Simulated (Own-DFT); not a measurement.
# Computed records: Al$_{3}$GaN$_{4}$ (wurtzite random alloy, atoms displaced)

A calculation, not a measurement: plane-wave density functional theory by an unreviewed code, no spin, of a simulated periodic cell, stress positive in tension, run twice, with PBE and with PBEsol, both on files made for PBE, so the change isn't that of files made for PBEsol, forces on such cells passed a denser k mesh, this cell's mesh not checked; the far tail of each file's local potential was reset to the Coulomb form; each entry is a single point on an unrelaxed cell, so the pressure reflects the starting lattice, mostly measured values (interpolated for alloys), from which strain is counted, and rises with the displacements; printed positions are rounded, which can move forces by about a meV/angstrom; the program, named Own-DFT, is a retired in-house code; no spin-orbit coupling; stress was not checked against mesh or cutoff. Program: Own-DFT development build.

Settings shared by all entries: functional PBE, then PBEsol; potential files PseudoDojo norm-conserving, scalar-relativistic, standard set; wave cutoff 42 hartree; occupations Fermi-Dirac; smearing width 0.1 eV; k mesh 4 x 4 x 3 centred on Gamma.

(1) Al$_{3}$GaN$_{4}$ (wurtzite random alloy, atoms displaced)

```
Al3GaN4
1.0
      9.3938     0.0000     0.0000
     -4.6969     8.1352     0.0000
      0.0000     0.0000    10.0655
Al Ga N Al N Ga Al N Al N Al N Al N Al Ga N Al N Al Ga N Al Ga N Ga Al N Al N Ga Al N Al Ga N Al N Al N Al N Ga Al N
1 1 2 2 2 1 1 2 2 2 2 2 2 2 1 1 2 2 2 1 1 2 1 1 2 1 1 2 2 2 1 1 2 1 1 2 2 2 2 2 2 2 1 1 2
Direct
  0.10190 0.22356 0.00995
  0.23599 0.12230 0.25251
  0.11944 0.22369 0.19162
  0.21710 0.11801 0.44504
  0.10940 0.22483 0.49481
  0.21168 0.11669 0.74915
  0.11526 0.22870 0.69210
  0.22018 0.10774 0.95441
  0.10433 0.54423 0.01263
  0.23018 0.45363 0.24384
  0.10287 0.55753 0.18425
  0.24143 0.44057 0.43824
  0.09658 0.53404 0.49985
  0.20584 0.42993 0.74731
  0.11611 0.56155 0.69100
  0.22248 0.43114 0.94514
  0.10560 0.87485 0.00065
  0.21891 0.76503 0.25115
  0.09481 0.88907 0.18193
  0.22039 0.77297 0.43546
  0.12020 0.89268 0.50383
  0.22747 0.79854 0.73854
  0.11618 0.91463 0.68097
  0.23638 0.77485 0.93181
  0.43785 0.22621 0.99595
  0.55755 0.11154 0.24191
  0.45400 0.23062 0.19332
  0.53948 0.10650 0.43914
  0.45998 0.23808 0.50976
  0.56169 0.10506 0.75180
  0.44097 0.22163 0.68600
  0.54910 0.10474 0.94185
  0.45305 0.55798 0.98838
  0.53774 0.44498 0.25773
  0.45056 0.57241 0.18332
  0.56186 0.43758 0.44849
  0.45177 0.55700 0.50500
  0.55746 0.44720 0.76226
  0.42976 0.55007 0.68934
  0.55348 0.44912 0.94015
  0.42929 0.87779 0.99610
  0.54462 0.77404 0.23433
  0.44480 0.87206 0.19650
  0.55896 0.77006 0.44796
  0.42833 0.88198 0.50119
  0.54554 0.76907 0.74891
  0.43404 0.87270 0.69511
  0.54062 0.75902 0.93447
  0.78328 0.24313 0.01752
  0.87656 0.10695 0.24699
  0.77450 0.20999 0.19095
  0.89641 0.12886 0.43742
  0.77798 0.23301 0.49508
  0.88759 0.09872 0.74859
  0.78548 0.20570 0.68621
  0.89783 0.11496 0.93680
  0.78961 0.55546 0.99250
  0.89709 0.45229 0.23853
  0.78215 0.55481 0.19169
  0.89359 0.43699 0.45085
  0.78313 0.55319 0.50228
  0.89013 0.43740 0.73663
  0.77732 0.54613 0.69253
  0.87391 0.45263 0.94010
  0.77166 0.88160 0.98397
  0.88640 0.79349 0.25779
  0.76230 0.88712 0.18445
  0.88557 0.77273 0.44956
  0.75974 0.88364 0.48996
  0.88167 0.79068 0.74586
  0.76391 0.87978 0.70144
  0.86123 0.76171 0.93899
```

```
PBE pressure                                      : 9.45 GPa
PBE stress xx                                     : -10.59 GPa
PBE stress yy                                     : -10.21 GPa
PBE stress zz                                     : -7.56 GPa
PBE stress yz                                     : 0.26 GPa
PBE stress xz                                     : -0.83 GPa
PBE stress xy                                     : 0.23 GPa
PBEsol pressure                                   : 6.35 GPa
PBEsol stress xx                                  : -7.56 GPa
PBEsol stress yy                                  : -7.21 GPa
PBEsol stress zz                                  : -4.28 GPa
PBEsol stress yz                                  : 0.26 GPa
PBEsol stress xz                                  : -0.8 GPa
PBEsol stress xy                                  : 0.29 GPa
rms change of force components from PBE to PBEsol : 0.076 eV/Å
```

Force:
| force element | PBE force x (eV/Å) | PBE force y (eV/Å) | PBE force z (eV/Å) | PBEsol force x (eV/Å) | PBEsol force y (eV/Å) | PBEsol force z (eV/Å) |
| --- | --- | --- | --- | --- | --- | --- |
| Al | 2.243 | -1.296 | -0.738 | 2.239 | -1.3 | -0.735 |
| Ga | -0.826 | -1.909 | 0.395 | -0.829 | -1.843 | 0.386 |
| N | -2.787 | 1.257 | 0.39 | -2.611 | 1.154 | 0.483 |
| N | 2.047 | -0.992 | 0.083 | 2.082 | -0.973 | -0.055 |
| Al | 0.719 | -0.058 | 0.699 | 0.697 | -0.06 | 0.72 |
| Al | 2.469 | 1.317 | 1.565 | 2.467 | 1.327 | 1.602 |
| N | -0.816 | -1.876 | -2.024 | -0.954 | -1.98 | -2.005 |
| N | -1.087 | -0.669 | -2.127 | -1.115 | -0.676 | -2.101 |
| Ga | 0.97 | 0.744 | -6.242 | 0.961 | 0.74 | -6.087 |
| Al | 0.293 | -1.352 | 0.709 | 0.284 | -1.345 | 0.693 |
| N | 2.276 | -0.362 | 4.07 | 2.302 | -0.371 | 3.772 |
| N | -2.806 | 0.961 | -0.982 | -2.783 | 0.959 | -0.978 |
| Al | 3.787 | 2.802 | 0.97 | 3.825 | 2.813 | 0.962 |
| Al | 0.752 | 3.498 | 1.61 | 0.728 | 3.515 | 1.637 |
| N | -0.906 | -0.502 | -0.628 | -0.883 | -0.458 | -0.62 |
| N | -0.842 | 1.292 | -0.705 | -0.934 | 1.369 | -0.661 |
| Al | -0.564 | 1.19 | -0.798 | -0.557 | 1.162 | -0.829 |
| Al | -1.243 | 2.679 | -0.256 | -1.256 | 2.701 | -0.284 |
| N | 2.243 | -0.623 | 1.618 | 2.25 | -0.489 | 1.667 |
| N | -1.076 | -1.206 | 0.773 | -1.084 | -1.233 | 0.78 |
| Al | -1.591 | 0.603 | -2.355 | -1.579 | 0.59 | -2.382 |
| Al | -1.179 | -2.567 | 1.719 | -1.22 | -2.566 | 1.71 |
| N | 0.046 | -3.268 | 1.972 | 0.03 | -3.247 | 1.962 |
| N | -6.628 | -2.434 | -1.163 | -6.36 | -2.418 | -1.026 |
| Al | 1.085 | -0.397 | 0.591 | 1.104 | -0.384 | 0.6 |
| Ga | -1.28 | -1.405 | 1.634 | -1.253 | -1.355 | 1.607 |
| N | -0.207 | -0.368 | -2.123 | -0.223 | -0.364 | -1.945 |
| N | 1.794 | 0.179 | 0.719 | 1.786 | 0.177 | 0.567 |
| Al | -1.677 | -3.375 | -1.013 | -1.694 | -3.387 | -1.053 |
| Al | -0.88 | 0.232 | -0.264 | -0.862 | 0.225 | -0.27 |
| N | 0.814 | -0.811 | 2.581 | 0.804 | -0.683 | 2.655 |
| N | 0.048 | 1.508 | -0.045 | 0.133 | 1.402 | 0.071 |
| Al | -1.955 | -1.829 | 1.817 | -1.973 | -1.847 | 1.833 |
| Ga | 2.555 | 1.121 | -0.365 | 2.523 | 1.073 | -0.355 |
| N | -0.705 | -3.483 | -0.803 | -0.561 | -3.586 | -0.77 |
| N | -0.66 | 2.999 | -0.631 | -0.684 | 3.022 | -0.796 |
| Al | 0.288 | -0.906 | 0.44 | 0.328 | -0.916 | 0.42 |
| Ga | -0.576 | -0.534 | -3.209 | -0.557 | -0.525 | -3.127 |
| N | 0.798 | 0.028 | 0.483 | 0.895 | -0.051 | 0.547 |
| N | 1.89 | -1.311 | 2.384 | 1.932 | -1.294 | 2.148 |
| Ga | 4.344 | 2.349 | 1.777 | 4.253 | 2.284 | 1.722 |
| Al | 4.365 | 0.386 | 3.166 | 4.415 | 0.394 | 3.21 |
| N | -5.542 | 2.628 | -1.369 | -5.578 | 2.791 | -1.475 |
| N | -5.375 | -1.374 | -2.556 | -5.138 | -1.199 | -2.494 |
| Al | 2.434 | 0.63 | 0.022 | 2.46 | 0.632 | 0.024 |
| Al | -0.468 | -0.953 | 0.139 | -0.466 | -0.939 | 0.132 |
| N | 0.755 | 2.842 | -1.803 | 0.773 | 2.828 | -1.786 |
| N | 0.804 | 3.421 | -0.399 | 0.67 | 3.509 | -0.35 |
| Ga | -0.154 | -2.729 | -4.774 | -0.162 | -2.685 | -4.661 |
| Al | 3.116 | -0.603 | 0.814 | 3.142 | -0.623 | 0.814 |
| N | 0.075 | 3.114 | 2.043 | -0.133 | 3.059 | 1.857 |
| N | -1.071 | -1.576 | -0.604 | -1.088 | -1.678 | -0.563 |
| Al | -0.099 | -4.509 | 0.94 | -0.128 | -4.547 | 0.934 |
| Ga | 0.757 | 1.105 | 0.569 | 0.706 | 1.101 | 0.558 |
| N | -3.504 | 2.336 | -0.655 | -3.286 | 2.214 | -0.595 |
| N | -1.492 | -0.938 | 1.528 | -1.588 | -0.892 | 1.37 |
| Al | -6.999 | 2.272 | 3.539 | -7.049 | 2.274 | 3.564 |
| Al | -2.584 | -1.675 | 2.497 | -2.579 | -1.73 | 2.501 |
| N | -0.676 | 0.738 | -0.206 | -0.795 | 0.712 | -0.183 |
| N | -2.327 | 1.864 | -2.881 | -2.344 | 1.874 | -2.891 |
| Al | -0.526 | 0.196 | 0.144 | -0.523 | 0.189 | 0.124 |
| Al | -0.068 | 0.061 | 1.436 | -0.047 | 0.026 | 1.454 |
| N | 0.269 | 1.648 | -0.708 | 0.108 | 1.576 | -0.623 |
| N | 6.654 | -3.111 | -2.788 | 6.819 | -3.257 | -2.706 |
| Al | -1.821 | 1.343 | 1.821 | -1.858 | 1.371 | 1.82 |
| Al | 0.334 | -1.884 | -0.91 | 0.297 | -1.876 | -0.889 |
| N | 1.356 | 0.567 | 0.16 | 1.342 | 0.562 | 0.129 |
| N | 0.776 | 0.789 | -0.84 | 0.643 | 0.869 | -0.777 |
| Ga | 4.396 | 3.341 | 2.074 | 4.294 | 3.238 | 2.038 |
| Al | 2.879 | -2.734 | 0.386 | 2.918 | -2.735 | 0.373 |
| N | -0.778 | -0.156 | -1.731 | -0.808 | 0.061 | -1.78 |
| N | 3.344 | 1.737 | -1.585 | 3.333 | 1.719 | -1.591 |

(2) Al$_{3}$GaN$_{4}$ (wurtzite random alloy, atoms displaced)

```
Al3GaN4
1.0
      9.3938     0.0000     0.0000
     -4.6969     8.1352     0.0000
      0.0000     0.0000    10.0655
Al N Al N Al N Al Ga N Al N Al N Ga N Al N Al Ga N Al N Ga Al N Al N Ga Al N Al N Ga Al N Al N Ga Al N Ga Al N
2 2 2 2 2 2 1 1 2 2 2 2 2 2 2 2 2 1 1 2 2 2 1 1 2 2 2 1 1 2 2 2 1 1 2 2 2 1 1 2 1 1 2
Direct
  0.11035 0.22821 0.99901
  0.22828 0.12345 0.24015
  0.10231 0.20875 0.19225
  0.23199 0.11692 0.45465
  0.11109 0.23880 0.48479
  0.23514 0.12439 0.75147
  0.12264 0.21999 0.67489
  0.21328 0.10821 0.95157
  0.10424 0.54659 0.00446
  0.22705 0.45419 0.25679
  0.10448 0.55575 0.19059
  0.22282 0.43872 0.44539
  0.10646 0.55442 0.49183
  0.21978 0.44718 0.75249
  0.11100 0.54334 0.69724
  0.22340 0.45919 0.94173
  0.11389 0.89622 0.99937
  0.21082 0.76873 0.24576
  0.11055 0.88254 0.18619
  0.23007 0.78422 0.44442
  0.10854 0.89541 0.51364
  0.21724 0.78882 0.75316
  0.10161 0.89306 0.69356
  0.21459 0.76625 0.93015
  0.44692 0.21558 0.01245
  0.55486 0.11197 0.25725
  0.46639 0.23724 0.19681
  0.57167 0.13421 0.44066
  0.45048 0.21559 0.49903
  0.54938 0.11272 0.76022
  0.45100 0.22392 0.67381
  0.56778 0.11819 0.94465
  0.45046 0.55227 0.99622
  0.55218 0.44766 0.25982
  0.44937 0.55523 0.19136
  0.56961 0.44100 0.45500
  0.43473 0.55518 0.50039
  0.57157 0.45708 0.73979
  0.42830 0.55298 0.69195
  0.56604 0.44933 0.94693
  0.43945 0.88222 0.00352
  0.54843 0.76382 0.25212
  0.44597 0.89532 0.18182
  0.55223 0.78857 0.44159
  0.44762 0.87702 0.51792
  0.56122 0.77054 0.75407
  0.44635 0.88915 0.69302
  0.57112 0.78757 0.95097
  0.76317 0.20998 0.98742
  0.89221 0.10451 0.26730
  0.78236 0.23191 0.19510
  0.87486 0.08782 0.43716
  0.77933 0.22706 0.49406
  0.88673 0.09980 0.74432
  0.78777 0.23191 0.68668
  0.88454 0.11118 0.92735
  0.77956 0.54494 0.00006
  0.87281 0.44502 0.24091
  0.77747 0.54747 0.19769
  0.90428 0.44749 0.42629
  0.78217 0.55895 0.49997
  0.89734 0.44032 0.74536
  0.78566 0.56704 0.69832
  0.89136 0.44439 0.92322
  0.77746 0.88515 0.98751
  0.87773 0.77039 0.23961
  0.78659 0.88771 0.18703
  0.87400 0.76051 0.43897
  0.76548 0.87665 0.50543
  0.87969 0.78304 0.73744
  0.78602 0.89992 0.68900
  0.87354 0.75747 0.95672
```

```
PBE pressure                                      : 9.58 GPa
PBE stress xx                                     : -10.83 GPa
PBE stress yy                                     : -9.37 GPa
PBE stress zz                                     : -8.55 GPa
PBE stress yz                                     : -0.7 GPa
PBE stress xz                                     : -1.19 GPa
PBE stress xy                                     : -0.06 GPa
PBEsol pressure                                   : 6.43 GPa
PBEsol stress xx                                  : -7.64 GPa
PBEsol stress yy                                  : -6.3 GPa
PBEsol stress zz                                  : -5.33 GPa
PBEsol stress yz                                  : -0.67 GPa
PBEsol stress xz                                  : -1.18 GPa
PBEsol stress xy                                  : -0.05 GPa
rms change of force components from PBE to PBEsol : 0.077 eV/Å
```

Force:
| force element | PBE force x (eV/Å) | PBE force y (eV/Å) | PBE force z (eV/Å) | PBEsol force x (eV/Å) | PBEsol force y (eV/Å) | PBEsol force z (eV/Å) |
| --- | --- | --- | --- | --- | --- | --- |
| Al | -1.117 | -0.2 | 0.2 | -1.123 | -0.181 | 0.2 |
| Al | 1.607 | -2.405 | 2.041 | 1.645 | -2.405 | 2.032 |
| N | -0.26 | 2.843 | -0.179 | -0.288 | 2.842 | -0.181 |
| N | -1.537 | -0.306 | -2.761 | -1.553 | -0.284 | -2.722 |
| Al | 1.427 | -6.251 | 2.776 | 1.397 | -6.279 | 2.754 |
| Al | -0.684 | -0.391 | -0.88 | -0.652 | -0.389 | -0.848 |
| N | -1.789 | -0.108 | 1.612 | -1.79 | 0.017 | 1.624 |
| N | 0.807 | 1.598 | -1.9 | 0.92 | 1.673 | -1.842 |
| Al | -1.243 | 1.12 | -0.97 | -1.26 | 1.127 | -0.954 |
| Al | -0.751 | -1.303 | -1.479 | -0.744 | -1.314 | -1.479 |
| N | 1 | -0.915 | -0.088 | 0.973 | -0.943 | -0.066 |
| N | -0.855 | 4.228 | -2.538 | -0.868 | 4.256 | -2.515 |
| Al | 1.156 | 1.335 | 1.889 | 1.198 | 1.338 | 1.901 |
| Ga | 0.335 | -2.802 | 0.477 | 0.32 | -2.701 | 0.45 |
| N | -2.79 | 3.66 | -3.232 | -2.544 | 3.552 | -3.132 |
| N | 2.323 | -1.969 | 1.575 | 2.316 | -1.953 | 1.379 |
| Al | -0.529 | -3.319 | 0.316 | -0.51 | -3.326 | 0.305 |
| Al | 0.768 | 2.134 | 1.125 | 0.785 | 2.142 | 1.129 |
| N | -0.535 | 1.208 | 0.462 | -0.559 | 1.211 | 0.459 |
| N | -0.427 | -0.616 | 0.018 | -0.428 | -0.599 | 0.014 |
| Al | 0.422 | -0.168 | -2.999 | 0.401 | -0.18 | -3.016 |
| Al | 1.013 | -2.041 | -1.49 | 1.028 | -2.033 | -1.531 |
| N | 1.009 | 0.402 | 1.232 | 0.988 | 0.426 | 1.254 |
| N | -0.625 | 1.324 | 2.124 | -0.501 | 1.357 | 2.199 |
| Ga | -0.568 | 1.406 | -1.223 | -0.51 | 1.403 | -1.165 |
| Ga | 1.742 | -0.483 | -0.401 | 1.705 | -0.432 | -0.407 |
| N | -3.208 | -1.898 | -0.227 | -3.036 | -1.806 | -0.267 |
| N | 0.384 | -3.353 | 0.813 | 0.382 | -3.381 | 0.602 |
| Al | -1.466 | 0.964 | -0.904 | -1.483 | 0.966 | -0.94 |
| Al | 1.419 | 0.502 | -2.336 | 1.426 | 0.501 | -2.326 |
| N | 0.06 | 0.278 | 5.083 | 0.059 | 0.293 | 5.039 |
| N | -6.644 | -3.994 | -2.681 | -6.492 | -3.896 | -2.445 |
| Al | -0.618 | 0.805 | 0.454 | -0.624 | 0.809 | 0.46 |
| Ga | 1.924 | 0.409 | 0.976 | 1.92 | 0.382 | 0.918 |
| N | -2.282 | -0.407 | -0.412 | -2.098 | -0.531 | -0.362 |
| N | -3.266 | 0.601 | -0.575 | -3.277 | 0.583 | -0.703 |
| Al | 2.22 | 0.032 | 0.922 | 2.238 | 0.042 | 0.902 |
| Al | -1.735 | -2.038 | 0.934 | -1.758 | -2.058 | 0.941 |
| N | 4.429 | 1.922 | -0.901 | 4.213 | 1.779 | -0.821 |
| N | -2.488 | -1.829 | -2.266 | -2.257 | -1.861 | -2.155 |
| Ga | -0.151 | -0.035 | -1.918 | -0.119 | -0.008 | -1.841 |
| Al | 0.348 | 3.772 | -0.806 | 0.363 | 3.792 | -0.809 |
| N | -0.045 | -2.145 | 3.321 | -0.046 | -1.985 | 3.157 |
| N | 0.619 | -3.429 | -1.081 | 0.811 | -3.339 | -1.029 |
| Al | -3.027 | 2.444 | -2.239 | -3.026 | 2.479 | -2.247 |
| Al | -1.757 | 0.959 | 0.61 | -1.75 | 0.976 | 0.606 |
| N | 0.055 | 0.181 | 2.404 | 0.057 | 0.171 | 2.441 |
| N | -4.013 | -3.916 | -3.015 | -3.908 | -3.697 | -2.874 |
| Ga | 6.352 | 4.318 | 3.473 | 6.194 | 4.206 | 3.398 |
| Al | -1.663 | -0.354 | -4.859 | -1.678 | -0.356 | -4.896 |
| N | 1.281 | -1.928 | -0.939 | 1.157 | -2.03 | -0.989 |
| N | 0.242 | 3.633 | 2.621 | 0.226 | 3.41 | 2.751 |
| Al | 1.359 | 0.273 | 0.716 | 1.396 | 0.272 | 0.713 |
| Al | 0.218 | 5.056 | -0.269 | 0.214 | 5.078 | -0.291 |
| N | -0.572 | -2.422 | -0.423 | -0.575 | -2.438 | -0.408 |
| N | 2.014 | 0.293 | 0.509 | 1.848 | 0.212 | 0.624 |
| Ga | 0.832 | -0.612 | 0.834 | 0.772 | -0.595 | 0.809 |
| Al | 4.575 | -1.681 | 1.923 | 4.591 | -1.681 | 1.912 |
| N | -3.23 | 2.529 | -1.376 | -3.414 | 2.467 | -1.473 |
| N | -2.084 | -0.627 | 1.416 | -2.105 | -0.636 | 1.373 |
| Al | 1.71 | -1.625 | 0.775 | 1.743 | -1.654 | 0.795 |
| Al | -1.145 | 0.991 | -0.297 | -1.18 | 0.997 | -0.323 |
| N | 0.95 | -0.751 | -2.04 | 0.997 | -0.757 | -2.024 |
| N | 0.848 | -0.616 | 2.636 | 0.689 | -0.662 | 2.743 |
| Ga | 2.997 | 2.305 | 2.977 | 2.9 | 2.232 | 2.956 |
| Al | 1.999 | 0.331 | 0.945 | 2.009 | 0.323 | 0.94 |
| N | -2.555 | 0.365 | 1.065 | -2.573 | 0.384 | 0.903 |
| N | 1.135 | 2.92 | -0.399 | 0.999 | 3.013 | -0.371 |
| Ga | 1.481 | -0.05 | -1.486 | 1.444 | -0.016 | -1.464 |
| Al | 2.394 | -0.669 | 2.76 | 2.38 | -0.659 | 2.77 |
| N | -1.786 | -3.443 | 0.683 | -1.809 | -3.46 | 0.472 |
| N | 1.991 | 3.958 | -3.113 | 1.837 | 3.809 | -3.01 |
